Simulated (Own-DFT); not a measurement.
Simulation results for GaP (zincblende, atoms displaced)

Computed with Own-DFT development build. A calculation, not a measurement: plane-wave PBE density functional theory by an unreviewed code, no spin, of a simulated periodic cell, stress positive in tension, free energy of the whole cell less one offset for each atom, forces on such cells passed a denser k mesh, this cell's mesh not checked; offsets are fitted by least squares, one for each functional and potential file, so energies compare only between cells with the same atoms and settings and are not formation energies; the far tail of each file's local potential was reset to the Coulomb form; each entry is a single point on an unrelaxed cell, so the pressure reflects the starting lattice, mostly measured values (interpolated for alloys), from which strain is counted, and rises with the displacements; printed positions are rounded, which can move forces by about a meV/angstrom; the program, named Own-DFT, is a retired in-house code; no spin-orbit coupling.

Common to all runs: functional PBE; potential files PseudoDojo norm-conserving, scalar-relativistic, standard set; wave cutoff 42 hartree; occupations Fermi-Dirac; smearing width 0.1 eV; hardware one NVIDIA H200; k mesh 2 x 3 x 3 centred on Gamma.

(1) 
```xyz
96
Lattice="16.3515 0.0000 0.0000 0.0000 10.9010 0.0000 0.0000 0.0000 10.9010" Properties=species:S:1:pos:R:3:force_x:R:1:force_y:R:1:force_z:R:1 formula=GaP free_energy_of_cell_above_offsets=-19.433 pressure=7.65 stress_xx=-7.45 stress_yy=-7.71 stress_zz=-7.8 stress_yz=-2.16 stress_xz=-1.73 stress_xy=-2.35 wall_time=959.1
Ga    16.3364     0.0547     0.0798     -0.305      0.454     -2.946
Ga    16.0258     2.4717     2.9112      7.033      8.667     -8.266
Ga     2.7425     0.1778     2.8409     -3.395     -4.206     -3.195
Ga     2.7824     2.7431     0.0625     -0.457     -0.641      -1.05
P      1.4340     1.2163     1.2921     -0.277      1.806      0.949
P      1.5143     3.8857     4.0604       -1.2      0.755     -0.914
P      4.0244     1.1858     3.9871      3.075      2.797      4.306
P      4.1690     4.0500     1.3349      1.755     -1.356     -0.812
Ga    16.3447    10.8686     5.2142      0.997      0.223      3.871
Ga     0.2171     2.7868     8.0888     -1.137     -0.283      2.472
Ga     2.6790    10.8083     8.4416      -0.82     -1.738     -3.534
Ga     2.8719     2.7060     5.3997     -0.062     -0.517      1.522
P      1.4560     1.3753     6.9804      0.932     -1.601     -2.416
P      1.4293     4.1669     9.6177      0.575     -1.274     -1.596
P      3.9277     1.3159     9.3081      3.112      2.544      3.412
P      4.1335     4.3415     6.8574       1.83     -5.659     -0.383
Ga     0.2410     5.4473     0.0837     -3.645      -1.95     -2.843
Ga    16.2438     8.2245     2.7337       0.01     -1.762     -0.823
Ga     2.9733     5.2361     2.6539     -2.935      1.432      0.909
Ga     2.8923     8.2866    10.6853     -1.074      -0.51      1.276
P      1.2643     6.6712     1.2899      3.478      4.063      3.648
P      1.2084     9.5173     4.0721      2.354     -0.771     -0.521
P      3.8075     6.7570     4.1205      1.932      0.369     -0.714
P      4.1707     9.4777     1.5500      -3.02      0.695     -1.228
Ga     0.2942     5.2922     5.5976     -2.219     -1.611     -2.205
Ga    16.1840     8.2095     8.0483     -0.746     -0.494      0.926
Ga     2.6136     5.3066     7.7577     -1.386      1.247      5.201
Ga     2.5441     8.1118     5.4925      0.091     -0.073      0.565
P      1.2187     6.6867     6.9698     -0.396      3.195      -1.01
P      1.2366     9.4806     9.4087     -0.225     -0.427      1.722
P      3.9748     6.5721     9.6787      1.071      0.552      -1.69
P      4.2433     9.1653     6.8584     -3.457      3.495     -2.698
Ga     5.2612    10.8622     0.1719      0.442     -0.282     -2.581
Ga     5.3296     2.5656     2.7790      1.612      1.309     -0.661
Ga     8.3777    10.8946     2.8138      -6.61     -4.146     -4.659
Ga     8.0735     2.5658    10.7976      0.208     -0.029      0.202
P      6.6419     1.1848     1.3928      2.033      1.205      0.409
P      6.9477     4.1791     3.8747     -2.547     -1.919      2.052
P      9.4196     1.0482     4.0003      5.237      6.561       4.92
P      9.6348     3.8937     1.1787     -0.821      1.387       0.34
Ga     5.4410    10.8094     5.3296     -0.639     -0.421      1.697
Ga     5.5287     2.8645     8.2893     -0.482     -1.271     -1.469
Ga     8.1490     0.1397     8.4345     -2.371     -3.149     -3.301
Ga     8.2975     2.7598     5.2446     -1.959     -1.909     -1.006
P      6.8542     1.1754     6.7118     -0.251      2.012      0.442
P      6.7794     4.3212     9.5623      1.435     -3.349     -0.512
P      9.5699     1.2516     9.3841      2.709      2.515      3.184
P      9.4937     3.7872     6.6919      1.535      3.031      1.813
Ga     5.6349     5.4100     0.0466     -2.307      2.187      1.724
Ga     5.5456     8.2321     2.6526     -0.431     -1.648      1.686
Ga     8.0873     5.3605     2.4408      2.431      -0.14     -0.228
Ga     8.4433     8.1324     0.0562     -1.709     -0.184       -0.8
P      6.8639     6.8863     1.4243     -0.115      0.084     -1.784
P      6.7335     9.4270     4.1373      0.831      1.444     -1.671
P      9.5095     6.7793     3.8011     -1.368     -2.381      3.087
P      9.5005     9.5484     1.4490      0.272      2.309     -2.634
Ga     5.2723     5.4057     5.4729      2.816      2.363     -2.765
Ga     5.5070     8.3039     8.2377      1.909      -3.45      1.907
Ga     8.1165     5.4225     8.2017      1.256      0.725     -2.293
Ga     7.9550     8.0710     5.3256       3.97      1.137     -0.729
P      6.9367     6.7754     6.5629     -2.707     -2.584      3.542
P      6.9524     9.4250     9.5726     -0.808          1      1.378
P      9.5508     6.8015     9.4674      0.776     -1.102      0.933
P      9.4168     9.4153     6.9349      0.273      0.891     -1.279
Ga    11.0918     0.0545     0.1231     -2.161      -1.16     -1.247
Ga    10.9691     2.8507     2.7513     -0.513     -1.209      0.103
Ga    13.6090     0.1887     2.8556     -0.479     -0.604     -1.813
Ga    13.9080     2.7534     0.3918     -1.477     -1.686     -4.362
P     12.2298     1.6097     1.1062      0.106     -0.413        3.5
P     12.4006     4.0738     4.1832      0.631     -1.287     -1.521
P     15.2026     1.3190     4.0662     -7.663     -4.919      6.218
P     14.9592     4.2301     1.3298      2.598      1.463       2.91
Ga    10.9661     0.0038     5.4004     -3.949     -0.854      1.096
Ga    10.9448     2.8421     8.2752      0.872     -0.513     -0.448
Ga    13.6901    10.6107     8.1753     -4.161      3.152      3.347
Ga    13.5905     2.5951     5.5639      0.612     -0.172     -0.312
P     12.1123     1.2558     6.6413      1.683      1.524      3.384
P     12.6608     4.0032     9.4668     -1.461      0.998       0.42
P     14.6386     1.4168     9.4446      2.697     -0.061      0.787
P     15.0910     3.8177     6.8203     -0.596      2.639     -0.797
Ga    11.0519     5.6359     0.2323     -3.253     -4.507     -4.875
Ga    10.5368     8.1502     2.6076      4.552      -0.02      0.528
Ga    13.5952     5.5279     2.7884     -1.225      -0.74     -1.443
Ga    13.7174     8.4062    10.8559     -0.875      -2.83     -0.653
P     12.2163     6.8267     1.3065      3.459       4.21      3.586
P     12.2314     9.8059     4.1561      1.627     -3.767     -2.293
P     14.8381     6.7931     4.0192      2.456      1.235      2.027
P     15.1321     9.5061     1.1755     -0.909      0.668      2.743
Ga    11.0824     5.3473     5.3506     -3.971      -0.64      -0.85
Ga    10.9217     8.1518     8.1769     -0.647     -0.611     -0.928
Ga    13.7772     5.7220     8.0078      -3.74     -4.976     -4.456
Ga    13.7210     8.2604     5.5074     -1.824     -0.627     -0.945
P     12.0913     6.6124     6.6854      2.378       3.45       2.09
P     12.1491     9.4318     9.6218      0.672      0.814     -0.831
P     14.7761     6.5892     9.4348      4.647      4.785      5.228
P     14.8702     9.7844     6.7751      3.804     -2.963      -3.07
```

Units: free_energy_of_cell_above_offsets in eV; pressure, stress_xx, stress_yy, stress_zz, stress_yz, stress_xz, stress_xy in GPa; wall_time in s; force_x, force_y, force_z in eV/Å.

(2) 
```xyz
96
Lattice="16.3515 0.0000 0.0000 0.0000 10.9010 0.0000 0.0000 0.0000 10.9010" Properties=species:S:1:pos:R:3:force_x:R:1:force_y:R:1:force_z:R:1 formula=GaP free_energy_of_cell_above_offsets=-20.869 pressure=7.67 stress_xx=-7.69 stress_yy=-7.96 stress_zz=-7.37 stress_yz=1.71 stress_xz=-1.7 stress_xy=2.03 wall_time=975.7
Ga     0.1864     0.1779    10.6642     -0.006     -0.647      1.011
Ga     0.0339     2.7287     2.5610      5.201     -5.291      6.646
Ga     2.7516    10.8483     2.5370     -0.104     -1.366      2.655
Ga     2.6569     2.9517     0.0725      1.266     -2.376      0.597
P      1.5791     1.3510     1.5062     -2.112      1.713     -2.976
P      1.4931     4.0196     4.3132      -2.36      1.844     -2.414
P      4.0294     1.0902     4.1006     -0.568      1.789     -0.113
P      3.9927     4.1433     1.3999      2.648      0.008     -0.308
Ga    16.3366     0.1430     5.3991     -0.032     -1.483      0.154
Ga    16.2722     2.7141     8.2140      1.692       1.48     -1.037
Ga     2.5944     0.0557     7.9615      4.174     -2.556      2.551
Ga     2.8856     2.8262     5.3962      1.335     -1.958      1.954
P      1.4119     1.4034     7.0564     -2.588      3.228     -4.257
P      1.3518     3.9980     9.6166     -0.813      1.727     -2.219
P      4.3330     1.4976     9.6068     -3.714     -1.533      1.563
P      4.4861     4.0783     6.8089     -4.593     -1.545      1.662
Ga     0.0523     5.4227     0.0740     -0.978     -0.324     -0.749
Ga    16.0849     8.1494     2.7127     -0.806     -1.733     -0.976
Ga     2.9542     5.4861     2.8305     -1.126      0.192      1.346
Ga     2.4668     8.2058     0.0922     -0.421      0.606       0.83
P      1.3590     6.5802     1.4733      -0.35      1.909      0.664
P      1.1952     9.3362     3.7412      2.324      2.464      2.874
P      4.1576     6.9127     4.3286     -0.265      0.011     -2.192
P      4.0369     9.4951     1.4471      1.052     -1.183     -1.964
Ga    16.2230     5.4158     5.6710      1.541      1.326     -2.573
Ga     0.0800     8.0554     7.9893     -0.717      0.363      0.577
Ga     2.8189     5.4823     8.2469     -0.508     -0.757     -0.798
Ga     2.5757     8.1671     5.4298      0.289      1.701     -0.983
P      1.3652     6.7869     6.6611      0.452     -1.463      1.447
P      1.3863     9.5155     9.2216     -0.575      0.106      2.311
P      3.7448     7.1155     9.5337      3.034     -1.524      -0.55
P      4.0425     9.5723     6.7486      0.231      0.061     -0.361
Ga     5.3633    10.6735    10.6859     -1.245      2.069      3.157
Ga     5.3191     2.5132     2.6991      0.181       0.31     -0.397
Ga     8.2130     0.0891     2.7717     -0.199     -1.108      1.301
Ga     7.9949     2.8657    10.8230       0.56     -1.406      1.714
P      6.9559     1.3069     1.5026     -2.379      0.612     -2.547
P      7.0247     3.7894     3.7858     -2.781      -0.98      3.321
P      9.7509     1.2743     4.0308      -4.39      -0.08      2.357
P      9.2895     4.0652     1.4422      4.668     -2.015     -3.529
Ga     5.5300    10.8357     5.2853     -2.498      2.645      4.124
Ga     5.3929     2.6199     8.1869      0.525      0.903     -0.641
Ga     8.2447     0.1050     8.2823     -1.797     -1.663     -2.145
Ga     8.2147     2.6266     5.5576      -0.08      0.126     -1.153
P      6.6437     1.5046     6.8230      1.968      -3.04     -1.391
P      6.7229     3.9435     9.3896       0.39      2.761      0.455
P      9.3185     1.4430     9.5432      3.646      1.427      1.563
P      9.5124     3.9223     6.9214     -0.539      2.369     -1.328
Ga     5.5615     5.5557    10.7033     -1.621      0.135      0.594
Ga     5.5453     8.1752     2.7600     -1.002     -0.325     -0.221
Ga     8.1755     5.1827     2.7323     -0.663       5.44      1.208
Ga     8.1654     8.1511    10.8418      0.609      1.654      1.155
P      6.8412     6.9600     1.2640     -0.162     -2.108      1.262
P      6.6457     9.5484     4.2062      4.637     -2.241     -2.954
P      9.8025     6.9144     4.4007     -1.665       1.87     -4.795
P      9.4941     9.6755     1.4725      1.053     -1.291     -1.491
Ga     5.2977     5.4655     5.5436      2.033      0.347      -3.03
Ga     5.4656     8.2400     8.1524     -0.447      -0.73     -0.597
Ga     8.0985     5.5791     8.2677       0.69     -1.034     -0.533
Ga     8.2208     8.1425     5.2629     -1.092      0.381      1.769
P      6.8774     6.5434     6.5546      1.089      2.837      1.877
P      6.7534     9.5235     9.6399      2.554     -1.253     -2.803
P      9.5832     7.0085     9.5529     -1.058     -1.474     -0.143
P      9.6815     9.4923     6.8237     -3.326      0.346      0.708
Ga    11.1589     0.0896     0.0661     -1.828     -1.101     -0.813
Ga    10.8637     2.4202     2.7635      2.774      3.563      -2.81
Ga    13.5776    10.8776     2.7311       4.39     -4.092      2.988
Ga    13.6302     2.6544     0.0385     -0.577      0.612      0.678
P     12.4996     1.0951     1.5675      -4.34      6.117     -4.875
P     12.3694     4.0243     4.0876      -2.26      0.767     -1.521
P     14.7814     1.2968     4.0564      2.051      1.897      0.815
P     15.2565     3.7859     1.4713     -6.408      6.674      -5.17
Ga    10.5794    10.7985     5.3839      3.645     -0.076      0.879
Ga    11.0152     2.9975     8.1913     -2.345     -4.958     -2.168
Ga    13.5409     0.2212     8.0063      4.592     -5.212      4.042
Ga    13.6865     2.9650     5.4175       0.19     -2.827      0.671
P     12.4508     1.4445     6.9565     -4.957      4.122     -4.487
P     12.1629     4.1251     9.3848      2.357      1.739      5.417
P     15.0475     1.5943     9.5292     -1.633     -2.786      0.717
P     15.0329     4.0697     6.7902     -0.951     -0.561      2.357
Ga    10.9141     5.6293    10.8260     -1.259      -2.07     -0.008
Ga    11.0771     8.4359     2.7622     -1.272     -2.433     -1.142
Ga    13.8293     5.4625     2.9059     -0.662     -1.476     -1.471
Ga    13.6109     8.1067    10.5814      1.534     -1.945      5.944
P     12.3363     6.4627     1.3294      1.352      3.016      1.056
P     12.2957     9.6768     4.0827     -0.005     -0.175      1.783
P     14.7163     6.9018     4.3379      3.104     -1.477     -1.585
P     15.0610     9.7142     1.3293     -0.439     -0.958     -1.329
Ga    10.8008     5.3612     5.2757      2.032      -2.79      3.306
Ga    10.8210     8.3848     8.3466      2.016     -0.422     -0.506
Ga    13.6410     5.3242     8.3089      0.507      2.218     -1.785
Ga    13.5052     8.2404     5.4635     -2.964       0.21      1.082
P     11.9923     6.9173     6.8909      1.391     -1.292     -0.174
P     12.4922     9.4199     9.5999     -4.158      5.348     -2.927
P     14.9739     6.9520     9.4782       2.67     -3.435     -0.748
P     14.8749     9.2460     6.8148      1.189       3.53      0.551
```

Units: free_energy_of_cell_above_offsets in eV; pressure, stress_xx, stress_yy, stress_zz, stress_yz, stress_xz, stress_xy in GPa; wall_time in s; force_x, force_y, force_z in eV/Å.

(3) 
```xyz
96
Lattice="16.3515 0.0000 0.0000 0.0000 10.9010 0.0000 0.0000 0.0000 10.9010" Properties=species:S:1:pos:R:3:force_x:R:1:force_y:R:1:force_z:R:1 formula=GaP free_energy_of_cell_above_offsets=-20.963 pressure=7.55 stress_xx=-7.52 stress_yy=-7.54 stress_zz=-7.58 stress_yz=1.44 stress_xz=-0.25 stress_xy=-1.25 wall_time=967
Ga     0.0826     0.2263    10.4995       1.88     -1.563      3.302
Ga    16.1762     2.8031     2.5969        1.3      0.467     -0.259
Ga     2.8079     0.0432     2.8027     -3.841     -1.026     -0.926
Ga     2.6962     2.6544    10.8284      1.523      1.589     -0.118
P      1.5795     1.4874     1.4470     -2.391     -0.822     -0.537
P      1.2100     4.0127     4.2238      2.214     -0.696     -1.139
P      4.0585     1.2349     3.9078      1.584      1.792      4.987
P      4.0886     4.3998     1.3883      0.749     -2.502     -0.814
Ga     0.2176    10.8315     5.1291     -1.731      0.436       1.26
Ga    16.2730     2.7799     8.0516      0.106      0.139        0.8
Ga     2.5233     0.1476     8.2336      2.207     -1.674      1.319
Ga     2.5619     2.6357     5.8677      2.299      2.296     -3.477
P      1.3239     1.2476     6.7736     -2.955     -0.991      0.703
P      1.5358     4.1592     9.4483     -1.966     -0.767       0.76
P      4.3489     1.3571     9.6810     -1.704      0.916     -1.924
P      4.2098     4.0165     6.6862      0.266      1.414      1.227
Ga    16.2066     5.5554     0.1856      5.412      4.623     -5.177
Ga     0.0532     7.9639     2.7057     -1.436      1.136       0.35
Ga     2.8627     5.5602     2.8576     -2.195     -0.907     -0.392
Ga     3.1410     8.1713     0.1518     -2.212      1.256      1.002
P      1.4815     6.9768     1.4028      0.775     -1.839     -1.228
P      1.4190     9.2653     4.0267     -1.159      2.478     -1.761
P      4.0835     6.8122     4.2485     -2.081        2.2     -2.852
P      4.0786     9.5607     1.7966      2.204     -2.076     -3.304
Ga     0.1337     5.5026     5.4046      -2.69     -0.107      0.228
Ga     0.2337     8.1801     8.0005     -3.221      1.715      2.486
Ga     2.8137     5.5827     8.2412      0.204      -0.45     -1.362
Ga     2.7774     8.2629     5.2703      0.466     -0.975      3.182
P      1.2530     6.8847     6.7758       3.73     -1.812      -1.86
P      1.3050     9.3663     9.5836      2.039      0.947       0.64
P      4.1921     6.8983     9.6119      1.158     -1.022     -0.829
P      4.1012     9.5309     6.6679     -0.103      0.886      1.316
Ga     5.3818    10.7517     0.0305      0.322     -0.346      1.817
Ga     5.3472     2.6923     2.8854      0.312       0.29     -2.713
Ga     8.1208    10.8040     2.6415      -0.59      3.923      1.647
Ga     8.2152     2.9357    10.6332      1.967      -3.92      3.001
P      6.8035     1.1233     1.3388     -0.868      3.109     -0.698
P      6.8196     4.0308     3.8642      0.615      1.613      2.313
P      9.4374     1.4407     3.8578     -0.485     -1.447      2.696
P      9.5091     4.0380     1.2819     -3.596     -1.588      2.917
Ga     5.6742    10.6400     5.3521      -1.82      2.306      0.799
Ga     5.7277     2.8663     8.1857     -2.668     -2.527     -2.084
Ga     8.0398    10.8755     8.3537      2.944      2.048     -2.964
Ga     8.0931     2.6999     5.5897      3.547      3.977      -3.62
P      6.9947     1.3576     6.6353     -3.173     -3.447      3.436
P      7.0916     4.0413     9.2869     -2.951      1.432      1.794
P      9.6743     1.2709     9.5300     -1.549      0.043     -0.002
P      9.7924     4.2909     6.7255     -2.421     -1.307       0.67
Ga     5.6535     5.4128    10.8516      0.174       0.33      0.602
Ga     5.5341     8.0561     2.9713       0.08     -0.222     -1.689
Ga     8.2051     5.6510     2.7021      2.139     -4.285      1.919
Ga     8.1782     8.1535    10.8748      1.534     -0.463     -0.091
P      7.1253     6.8173     1.4361     -4.757      1.938     -2.604
P      6.8841     9.5819     3.9116      0.567     -2.173      1.955
P      9.4611     6.8705     4.0994      1.332      0.429      0.659
P      9.2459     9.5796     1.4939      5.245     -3.076     -2.942
Ga     5.3912     5.8154     5.3848      4.557     -4.435      3.349
Ga     5.3852     8.3584     8.2726       1.44      0.025     -0.563
Ga     8.1052     5.5080     8.2360      3.116       1.44     -2.535
Ga     8.1353     8.2072     5.4879       1.33      1.097     -1.337
P      7.0619     6.9531     6.8863     -3.717     -0.532      0.482
P      7.0370     9.6921     9.7385     -3.583     -2.452      0.215
P      9.5310     6.6823     9.5488      0.732      0.589      1.299
P      9.7451     9.3112     6.8225     -3.754      4.026     -2.649
Ga    10.8932    10.8155     0.1494     -0.285     -0.213     -0.264
Ga    10.8072     2.7095     2.7059      1.758       1.04     -0.592
Ga    13.7472    10.7196     2.8652     -2.354      1.539     -0.078
Ga    13.4233     2.4773    10.8738      4.362          3     -3.521
P     12.2368     1.4800     1.2010     -2.671     -3.732      5.547
P     12.3316     4.1855     4.0702     -0.656     -1.983       0.54
P     14.9269     1.4406     3.9591      1.501     -1.269      0.085
P     15.1199     4.3535     1.2094     -5.487     -6.246      4.371
Ga    10.8583    10.8630     5.4768      0.322      1.348     -0.324
Ga    10.7326     2.7452     8.1922      1.764      0.404     -0.434
Ga    13.6193     0.1568     8.0111     -1.872     -2.389      0.336
Ga    13.7735     2.6043     5.4321      -0.81       2.15     -0.466
P     12.4670     1.4770     6.7790     -3.695     -0.214     -0.497
P     12.2837     3.8994     9.5844     -0.523      2.082     -0.868
P     14.8840     1.1089     9.3796       0.61      4.497      1.355
P     14.8452     4.1168     6.7884      1.065      1.339      0.121
Ga    10.8631     5.1586     0.2866      2.902      1.906       -4.2
Ga    10.9702     8.2985     2.8505     -2.052     -2.479     -2.377
Ga    13.6743     5.4886     2.8341     -1.257      -3.33     -2.521
Ga    13.7553     8.3462     0.1476     -0.288     -0.668      0.245
P     12.1849     6.4198     1.5342     -0.111      4.147      -0.74
P     12.1873     9.5227     4.0837       1.95      1.315      1.829
P     14.8425     6.7489     3.8906      3.505      3.285      4.313
P     15.1933     9.7162     1.6535      1.219     -1.451     -2.989
Ga    11.0576     5.6674     5.4097     -0.748     -1.138     -1.552
Ga    10.7070     8.1732     8.1750      3.628     -2.512      3.655
Ga    13.7458     5.9880     8.0503     -1.289      -5.06     -1.037
Ga    13.7020     8.2910     5.5445     -0.046     -0.288     -0.369
P     12.2610     6.8256     6.8097     -0.744      2.694     -0.298
P     12.3722     9.6327     9.6297     -1.152     -0.624     -0.653
P     14.9175     6.8731     9.4372      3.653      2.456      3.744
P     14.9991     9.6325     7.0676      1.348     -1.059     -3.046
```

Units: free_energy_of_cell_above_offsets in eV; pressure, stress_xx, stress_yy, stress_zz, stress_yz, stress_xz, stress_xy in GPa; wall_time in s; force_x, force_y, force_z in eV/Å.
